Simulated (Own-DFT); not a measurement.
# Response to strain: wurtzite GaN, 72 atoms (Ga36N36)

Calculated results; nothing here was measured. The program, named Own-DFT, is a retired in-house plane-wave density functional code that no person has reviewed. Each row is one single-point run on a periodic cell that was not relaxed, without spin or spin-orbit coupling.

Settings of every run: PBE; PseudoDojo norm-conserving scalar-relativistic files (stringent for Ga); cutoff 96 hartree; 4 x 4 x 3 k mesh centred on Gamma; Gaussian smearing of 0.01 eV.

Known limits: forces not confirmed at this smearing and k mesh; stress not checked against mesh or cutoff.

Unstrained cell vectors in Å: (9.567, 0.000, 0.000); (-4.784, 8.285, 0.000); (0.000, 0.000, 10.370). The unstrained cell has measured lattice constants (interpolated for alloys), not those of this functional. That, the random moves and any unrelaxed bonds set the pressure at no strain. Each run strains this cell uniformly, with the atoms carried along. Every atom was also moved at random, by a Gaussian of width 0.05 Å on each axis. Strain is the symmetric tensor, in per cent. Stress is positive in tension, and the pressure is minus a third of its trace.

```
run  e_xx (%)  e_yy (%)  e_zz (%)  e_yz (%)  e_xz (%)  e_xy (%)  s_xx (GPa)  s_yy (GPa)  s_zz (GPa)  s_yz (GPa)  s_xz (GPa)  s_xy (GPa)  P (GPa)  E (meV/atom)
  1      0.63      1.37     -0.35      1.23     -1.93      1.43       -3.63       -0.62       -9.27        2.56       -3.39        4.25     4.51          19.1
  2     -1.53     -0.01      0.63     -0.55     -0.08     -0.34      -13.76       -6.97       -5.41       -1.47       -0.52       -1.21     8.71           8.3
  3     -2.00      1.83     -1.32     -0.65     -1.04      0.67      -13.60       -2.73      -13.47       -1.64       -2.20        2.16     9.94           8.4
  4     -0.14     -1.12     -1.68     -0.62      0.70      1.81      -10.41      -11.87      -17.14       -1.47        1.60        3.97    13.14          29.5
  5      1.53     -1.44     -1.80     -1.02     -1.42     -1.67       -4.76      -12.47      -16.00       -1.46       -3.75       -6.04    11.08          34.2
  6      0.43      0.57     -1.68      0.42      0.71     -0.65       -5.81       -4.29      -16.61        1.50        1.85       -2.48     8.90          26.7
  7      1.93     -0.88     -0.63      0.59      1.82     -0.18       -0.63       -9.66       -9.72        1.53        3.45       -0.98     6.67          16.1
  8      1.13     -0.19      1.66      0.97     -1.49      1.96       -1.02       -8.24        0.14        1.53       -2.53        5.60     3.04          27.2
  9     -1.83     -0.45     -1.23      0.24     -0.20      0.22      -15.37      -12.15      -17.49        0.70       -0.18        0.85    15.00          46.8
 10     -1.01     -0.94     -1.39      1.10      1.92     -1.17      -16.91      -15.33      -12.84        2.55        4.68       -3.22    15.03          55.4
 11      0.92     -1.85      0.38      0.04      0.90     -0.19       -4.86      -14.13       -5.98       -0.25        1.35       -0.10     8.32          16.3
 12     -1.35     -0.10      0.40      1.81     -1.23      1.02      -13.19      -10.27       -6.49        3.79       -3.40        2.66     9.98          30.4
 13     -1.80      1.04     -1.09      1.45      1.89      0.56      -16.02       -3.78      -14.53        3.14        3.72        1.07    11.44          36.2
 14      0.33      1.21      1.18     -0.26      0.50      0.39       -2.71       -3.36       -0.12       -0.68        0.40        1.49     2.06           0.0
 15     -1.00     -1.89      0.97      1.61     -1.87     -0.95           ?           ?           ?           ?           ?           ?        ?             ?
```

E is the free energy for each atom above the lowest run shown.

## Worked fit

Each stress component was fitted by least squares to a constant and the strains of the runs shown, as fractions, with shears doubled. Shear strains stay in the fit of a normal stress only where such slopes are resolved. The slopes, in GPa:

```
stress,at no strain,per e_xx,per e_yy,per e_zz,scatter
s_xx,-7.3,439 ± 27,145 ± 32,98 ± 30,1.20
s_yy,-7.8,101 ± 31,433 ± 38,0 ± 34,1.38
s_zz,-7.8,57 ± 32,36 ± 38,497 ± 35,1.40
```

Each shear stress against twice its own strain: yz 112 ± 3, xz 105 ± 7, xy 138 ± 9 GPa. These are stiffnesses along x, y and z of the frame in which the cell vectors are given, which need not be the crystal's axes. The atoms are held to the strained lattice; where symmetry lets them move under strain, relaxing them would lower some slopes. The table should be nearly symmetric about its diagonal, and what it lacks of that shows the noise. A ninth of its sum, 201 ± 6 GPa, estimates the bulk modulus near the mean pressure of these runs, 9.1 GPa, so it lies above the value at zero pressure.

## Withheld run

Question: what normal stresses and pressure should run 15 give?

The fit gives s_xx = -13.5, s_yy = -17.0, s_zz = -4.2 and P = 11.6 GPa. The calculation gave -13.01, -15.70, -5.35 and P = 11.35 GPa.
